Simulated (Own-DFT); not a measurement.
Simulation results for Al32O47 (corundum with one vacancy, atoms displaced)

A calculation, not a measurement: plane-wave PBE density functional theory by an unreviewed code, no spin, of a simulated periodic cell, stress positive in tension, free energy of the whole cell less one offset for each atom, defect cell not probed for a lower state with spin; oxygen file: force components 24 meV/angstrom off all-electron in one glass; forces on such cells passed a denser k mesh, this cell's mesh not checked; offsets are fitted by least squares, one for each functional and potential file, so energies compare only between cells with the same atoms and settings and are not formation energies; the far tail of each file's local potential was reset to the Coulomb form; each entry is a single point on an unrelaxed cell, so the pressure reflects the starting lattice, mostly measured values, from which strain is counted, and rises with the displacements; printed positions are rounded, which can move forces by about a meV/angstrom; the program is a retired in-house code; no spin-orbit coupling; before rounding, a Quantum ESPRESSO 7.3.1 run of the same cell and cutoff gave forces within 1 meV/angstrom rms on each cell, which checks the program and not the settings. Program: Own-DFT development build.

Settings shared by all entries: functional PBE; potential files PseudoDojo norm-conserving, scalar-relativistic, standard set; wave cutoff 72 hartree; occupations Fermi-Dirac; smearing width 0.1 eV; k mesh 3 x 3 x 3 centred on Gamma.

```json
{"entry": 1, "formula": "Al32O47", "kind": "corundum with one vacancy, atoms displaced", "structure": {"cell_angstrom": [[5.494, 0.0, 8.6604], [-2.747, 4.7579, 8.6604], [-2.747, -4.7579, 8.6604]], "atoms_fractional": [["Al", 0.18101, 0.17024, 0.17548], ["Al", 0.31902, 0.32498, 0.32435], ["Al", 0.42919, 0.41891, 0.42786], ["Al", 0.07605, 0.06754, 0.07309], ["O", 0.27518, 0.46922, 0.12905], ["O", 0.47392, 0.12607, 0.27743], ["O", 0.125, 0.28126, 0.47166], ["O", 0.21563, 0.032, 0.37724], ["O", 0.02467, 0.37205, 0.22592], ["O", 0.37725, 0.22547, 0.02557], ["Al", 0.17912, 0.17574, 0.67169], ["Al", 0.32042, 0.32473, 0.82688], ["Al", 0.42789, 0.42559, 0.92825], ["Al", 0.07815, 0.06413, 0.57812], ["O", 0.28004, 0.47392, 0.61627], ["O", 0.46764, 0.13052, 0.77717], ["O", 0.12579, 0.27657, 0.96929], ["O", 0.22169, 0.03712, 0.86877], ["O", 0.03579, 0.37009, 0.72398], ["O", 0.37384, 0.22333, 0.52363], ["Al", 0.1794, 0.67046, 0.17731], ["Al", 0.32194, 0.82348, 0.32225], ["Al", 0.42174, 0.92558, 0.43093], ["Al", 0.06991, 0.57007, 0.0767], ["O", 0.27674, 0.97102, 0.12315], ["O", 0.47617, 0.62223, 0.27504], ["O", 0.12368, 0.77088, 0.48365], ["O", 0.22487, 0.52242, 0.37956], ["O", 0.02899, 0.87632, 0.22025], ["O", 0.37594, 0.7151, 0.0326], ["Al", 0.17792, 0.67744, 0.67586], ["Al", 0.32485, 0.81877, 0.82966], ["Al", 0.42181, 0.92792, 0.92496], ["Al", 0.07923, 0.57183, 0.57116], ["O", 0.27742, 0.96592, 0.63079], ["O", 0.47369, 0.62843, 0.77177], ["O", 0.1269, 0.76977, 0.9757], ["O", 0.22033, 0.52834, 0.87544], ["O", 0.02381, 0.87409, 0.73188], ["O", 0.37097, 0.72274, 0.53285], ["Al", 0.68041, 0.17226, 0.17215], ["Al", 0.82449, 0.32351, 0.32402], ["Al", 0.92628, 0.42468, 0.42487], ["Al", 0.57328, 0.07173, 0.07921], ["O", 0.77983, 0.46976, 0.12452], ["O", 0.97624, 0.12209, 0.2806], ["O", 0.61679, 0.27388, 0.47758], ["O", 0.7278, 0.02597, 0.37558], ["O", 0.52571, 0.37772, 0.22185], ["O", 0.86679, 0.22647, 0.02836], ["Al", 0.67565, 0.1785, 0.67454], ["Al", 0.82171, 0.32199, 0.83184], ["Al", 0.92659, 0.42224, 0.93045], ["Al", 0.57054, 0.07771, 0.57592], ["O", 0.77683, 0.47001, 0.62781], ["O", 0.96985, 0.12831, 0.77874], ["O", 0.62134, 0.28138, 0.97116], ["O", 0.72556, 0.02689, 0.87417], ["O", 0.5274, 0.38225, 0.71809], ["O", 0.8775, 0.21617, 0.52551], ["Al", 0.6776, 0.67271, 0.17829], ["Al", 0.83117, 0.82084, 0.32249], ["Al", 0.92214, 0.92841, 0.42639], ["Al", 0.57324, 0.5732, 0.07678], ["O", 0.77567, 0.9677, 0.12737], ["O", 0.97768, 0.62002, 0.28143], ["O", 0.62681, 0.77676, 0.46747], ["O", 0.722, 0.52913, 0.37503], ["O", 0.52327, 0.87458, 0.2211], ["O", 0.87766, 0.72445, 0.03175], ["Al", 0.67824, 0.681, 0.66921], ["Al", 0.82508, 0.81919, 0.8235], ["Al", 0.92161, 0.92039, 0.92905], ["Al", 0.57581, 0.57148, 0.57358], ["O", 0.78045, 0.97163, 0.62521], ["O", 0.97045, 0.61736, 0.78641], ["O", 0.72601, 0.52522, 0.87733], ["O", 0.52487, 0.881, 0.72532], ["O", 0.87925, 0.7185, 0.52798]]}, "results": {"free_energy_of_cell_above_offsets [eV]": "-56.743", "pressure [GPa]": 7.21, "stress_xx [GPa]": -7.4, "stress_yy [GPa]": -7.45, "stress_zz [GPa]": -6.79, "stress_yz [GPa]": -0.09, "stress_xz [GPa]": -0.2, "stress_xy [GPa]": -0.47, "force_element": ["Al", "Al", "Al", "Al", "O", "O", "O", "O", "O", "O", "Al", "Al", "Al", "Al", "O", "O", "O", "O", "O", "O", "Al", "Al", "Al", "Al", "O", "O", "O", "O", "O", "O", "Al", "Al", "Al", "Al", "O", "O", "O", "O", "O", "O", "Al", "Al", "Al", "Al", "O", "O", "O", "O", "O", "O", "Al", "Al", "Al", "Al", "O", "O", "O", "O", "O", "O", "Al", "Al", "Al", "Al", "O", "O", "O", "O", "O", "O", "Al", "Al", "Al", "Al", "O", "O", "O", "O", "O"], "force_x [eV/angstrom]": [-0.817, 0.71, -0.655, -0.801, 0.451, -0.125, -0.016, 1.135, 0.507, -0.28, -0.947, 0.264, -0.363, -1.566, -0.313, 0.247, -0.153, 0.322, -0.59, 0.545, -0.328, 0.306, 0.697, 0.733, -0.141, -0.607, -0.144, -0.144, 0.398, -0.321, -0.384, -0.18, 1.192, -0.442, -0.049, -0.393, -0.217, 0.101, 1.207, 0.642, -1.542, 0.088, -0.16, 0.294, -0.357, -0.033, 1.511, -0.457, 0.694, 1.319, -0.155, 0.679, 0.29, 0.271, 0.335, 0.431, 0.513, -0.953, 0.255, -0.429, -0.023, -0.498, 0.398, 0.541, 0.03, -0.486, -0.015, 0.241, -0.145, -0.642, -0.159, -1.149, 0.27, -0.388, -0.242, 0.256, -0.645, 0.821, -0.245], "force_y [eV/angstrom]": [0.688, -0.092, 1.004, 1.109, 0.335, -0.603, -0.59, -0.383, 0.512, -0.697, 0.134, 0.983, 0.713, 0.614, -1.26, -0.449, -0.787, -1.549, 0.265, -0.764, -0.345, -0.698, 0.18, 0.048, -0.388, -0.052, 1.817, 1.309, -0.608, 0.993, -0.71, 0.327, -0.12, -1.095, 0.545, -0.611, 0.658, -0.227, 0.224, 0.678, -0.401, -0.538, -0.828, 0.536, -0.403, 0.278, 0.677, 0.246, -0.42, -1.034, -0.642, 1.341, 0.691, -0.115, 0.272, -0.675, -0.691, 0.056, -1.053, 0.131, 0.928, -0.126, -0.494, 0.302, 0.105, 0.158, 0.176, -0.217, -0.018, -0.882, -1.167, -0.421, 0.816, 0.365, 0.045, 0.91, 0.886, -0.322, 0.419], "force_z [eV/angstrom]": [-0.029, 0.737, -0.548, 0.523, -0.257, -0.541, -0.744, -0.015, 0.076, -0.513, -0.056, -0.074, -0.442, 0.445, 1.26, 0.116, 0.486, -0.263, -0.321, 0.099, -0.232, 0.182, -0.032, 0.75, 0.326, 0.431, -0.287, -0.552, -0.37, -0.141, -0.5, -0.419, 0.977, 0.144, 0.007, 0.498, 0.566, -0.01, -0.861, 0.083, 0.42, -0.317, 0.552, -0.659, 0.551, -0.707, 1.407, -0.616, -0.41, 0.837, 0.246, -0.41, -0.52, -0.297, 0.029, -0.468, 0.323, -0.143, -0.794, 0.472, -0.326, -0.508, 0.633, 0.073, 0.613, -0.262, 0.623, -0.329, 0.321, -1.241, 0.04, -0.309, 1.259, 0.589, -0.27, 0.612, -0.444, -0.997, -0.071]}}
{"entry": 2, "formula": "Al32O47", "kind": "corundum with one vacancy, atoms displaced", "structure": {"cell_angstrom": [[5.494, 0.0, 8.6604], [-2.747, 4.7579, 8.6604], [-2.747, -4.7579, 8.6604]], "atoms_fractional": [["Al", 0.1704, 0.18162, 0.17494], ["Al", 0.31961, 0.31347, 0.32183], ["Al", 0.41777, 0.43887, 0.42187], ["Al", 0.07968, 0.08361, 0.05809], ["O", 0.30265, 0.46986, 0.11571], ["O", 0.47424, 0.12082, 0.27564], ["O", 0.12116, 0.28015, 0.48142], ["O", 0.20986, 0.03691, 0.3887], ["O", 0.03577, 0.3732, 0.22011], ["O", 0.38233, 0.19327, 0.03297], ["Al", 0.17417, 0.17745, 0.67813], ["Al", 0.33114, 0.3192, 0.81848], ["Al", 0.41078, 0.43184, 0.92786], ["Al", 0.07266, 0.08811, 0.57133], ["O", 0.27659, 0.46973, 0.64403], ["O", 0.4845, 0.11331, 0.77972], ["O", 0.11632, 0.28148, 0.98315], ["O", 0.20815, 0.0338, 0.89193], ["O", 0.02284, 0.35809, 0.74379], ["O", 0.361, 0.23436, 0.53216], ["Al", 0.19058, 0.67796, 0.16338], ["Al", 0.30877, 0.83655, 0.30728], ["Al", 0.41229, 0.92967, 0.42491], ["Al", 0.0888, 0.57052, 0.06721], ["O", 0.27528, 0.97662, 0.12848], ["O", 0.47046, 0.62788, 0.26921], ["O", 0.1358, 0.76167, 0.47407], ["O", 0.22598, 0.52912, 0.37206], ["O", 0.04077, 0.86759, 0.2126], ["O", 0.38079, 0.70718, 0.03278], ["Al", 0.17042, 0.68776, 0.68825], ["Al", 0.32113, 0.82469, 0.81798], ["Al", 0.4223, 0.9216, 0.93213], ["Al", 0.06041, 0.57669, 0.57515], ["O", 0.27915, 0.97996, 0.62611], ["O", 0.47141, 0.62018, 0.76476], ["O", 0.13224, 0.77215, 0.95946], ["O", 0.2209, 0.51646, 0.86907], ["O", 0.04352, 0.87353, 0.72167], ["O", 0.37811, 0.72781, 0.526], ["Al", 0.68796, 0.16972, 0.17035], ["Al", 0.8172, 0.32041, 0.30732], ["Al", 0.9161, 0.44038, 0.43422], ["Al", 0.58083, 0.07692, 0.06431], ["O", 0.76487, 0.46238, 0.13879], ["O", 0.96532, 0.12328, 0.2782], ["O", 0.6418, 0.27742, 0.46082], ["O", 0.73618, 0.0181, 0.37981], ["O", 0.86513, 0.22231, 0.03329], ["Al", 0.69004, 0.15686, 0.6773], ["Al", 0.82619, 0.34632, 0.80435], ["Al", 0.90941, 0.43608, 0.93319], ["Al", 0.58268, 0.06931, 0.58411], ["O", 0.78523, 0.46707, 0.62239], ["O", 0.97933, 0.12229, 0.78391], ["O", 0.62681, 0.28574, 0.96696], ["O", 0.73963, 0.02019, 0.86319], ["O", 0.53222, 0.38457, 0.7094], ["O", 0.8718, 0.21623, 0.54352], ["Al", 0.67518, 0.65918, 0.19505], ["Al", 0.82846, 0.83337, 0.31566], ["Al", 0.92618, 0.92341, 0.43853], ["Al", 0.57517, 0.57371, 0.06546], ["O", 0.76843, 0.98372, 0.11003], ["O", 0.96948, 0.61666, 0.28063], ["O", 0.62868, 0.77727, 0.47161], ["O", 0.74036, 0.51736, 0.37359], ["O", 0.53327, 0.87472, 0.21237], ["O", 0.8725, 0.72257, 0.0182], ["Al", 0.66945, 0.67998, 0.68101], ["Al", 0.83518, 0.81143, 0.83617], ["Al", 0.91872, 0.94293, 0.92559], ["Al", 0.56893, 0.56135, 0.58468], ["O", 0.7656, 0.97318, 0.6164], ["O", 0.96013, 0.61576, 0.79035], ["O", 0.62047, 0.78488, 0.9704], ["O", 0.72104, 0.51774, 0.8977], ["O", 0.52137, 0.87696, 0.73724], ["O", 0.86901, 0.73327, 0.52652]]}, "results": {"free_energy_of_cell_above_offsets [eV]": "-45.066", "pressure [GPa]": 13.74, "stress_xx [GPa]": -14.84, "stress_yy [GPa]": -14.88, "stress_zz [GPa]": -11.48, "stress_yz [GPa]": 1.91, "stress_xz [GPa]": 0.94, "stress_xy [GPa]": -0.58, "force_element": ["Al", "Al", "Al", "Al", "O", "O", "O", "O", "O", "O", "Al", "Al", "Al", "Al", "O", "O", "O", "O", "O", "O", "Al", "Al", "Al", "Al", "O", "O", "O", "O", "O", "O", "Al", "Al", "Al", "Al", "O", "O", "O", "O", "O", "O", "Al", "Al", "Al", "Al", "O", "O", "O", "O", "O", "Al", "Al", "Al", "Al", "O", "O", "O", "O", "O", "O", "Al", "Al", "Al", "Al", "O", "O", "O", "O", "O", "O", "Al", "Al", "Al", "Al", "O", "O", "O", "O", "O", "O"], "force_x [eV/angstrom]": [-0.21, 0.797, 0.691, -5.496, -2.283, -0.344, -0.427, 1.753, 0.114, -0.797, 0.393, 0.084, 3.937, -1.173, 0.905, -1.476, 0.529, 5.679, -0.117, 1.784, -1.808, 1.924, 2.173, -2.645, -0.085, -0.88, -2.219, -1.268, -0.902, 0.001, 4.128, 0.773, 0.273, 1.596, 0.44, -1.737, -0.71, -1.213, -1.964, -0.512, -3.409, 1.607, 3.174, -0.765, 0.315, 1.312, -3.862, -0.872, 2.289, -0.981, -0.432, 2.25, -2.235, -2.683, -0.537, -0.257, -1.34, -0.029, 0.939, -0.639, -0.133, 1.577, -2.84, 0.633, 0.751, -0.117, -2.077, -0.831, 0.766, -0.067, -1.746, 2.469, 1.095, 2.16, 0.461, 0.894, 1.963, 0.721, 0.77], "force_y [eV/angstrom]": [-0.626, -0.241, -1.608, -2.705, -0.043, -0.126, 1.151, 1.29, 0.343, 2.826, -0.593, -1.708, -0.23, -1.278, 3.076, 0.856, 0.703, 1.853, 3.311, -0.805, -2.224, -4.331, -0.463, -0.77, 2.461, -0.095, 0.764, 0.171, 0.459, 2.94, 0.381, 0.184, 0.13, -1.034, -0.042, -0.426, -0.799, -1.667, 0.649, -0.461, 0.114, -2.571, -0.465, -0.65, 3.789, -0.498, -1.968, 1.778, 0.31, 2.321, -5.53, -2.819, 2.837, 0.578, 0.888, 0.586, -0.209, -5.482, 0.566, 2.501, -1.255, 1.59, -3.19, -2.686, 3.038, 0.137, 0.026, -0.711, -2.945, 1.557, 1.267, -0.27, 5.278, -3.316, 2.816, -0.889, 4.533, -0.151, -2.179], "force_z [eV/angstrom]": [0.374, 2.743, -0.597, 1.844, -1.35, -0.123, -0.531, -2.109, 0.237, 1.169, 0.659, 0.032, -0.003, -0.236, -3.015, 0.452, -0.726, -2.852, 1.355, 0.939, -0.523, 3.031, 0.76, -1.471, -2.233, 1.176, 0.084, -0.686, -0.049, 0.092, -2.703, 0.597, 0.816, 1.261, -0.339, 3.02, 0.695, 3.616, -0.483, -0.978, 0.19, 4.232, -3.419, -0.889, -0.301, 0.681, -1.788, -1.952, 1.598, 0.621, -0.417, 0.296, -3.718, 1.512, -0.261, -1.4, 0.493, -2.577, 0.14, 0.11, -0.743, -1.29, 2.074, 2.56, 2.062, 0.259, -0.798, 0.127, 2.509, -0.444, -2.215, -1.369, 1.038, 4.944, 1.124, -0.329, -3.892, -2.241, -0.47]}}
```
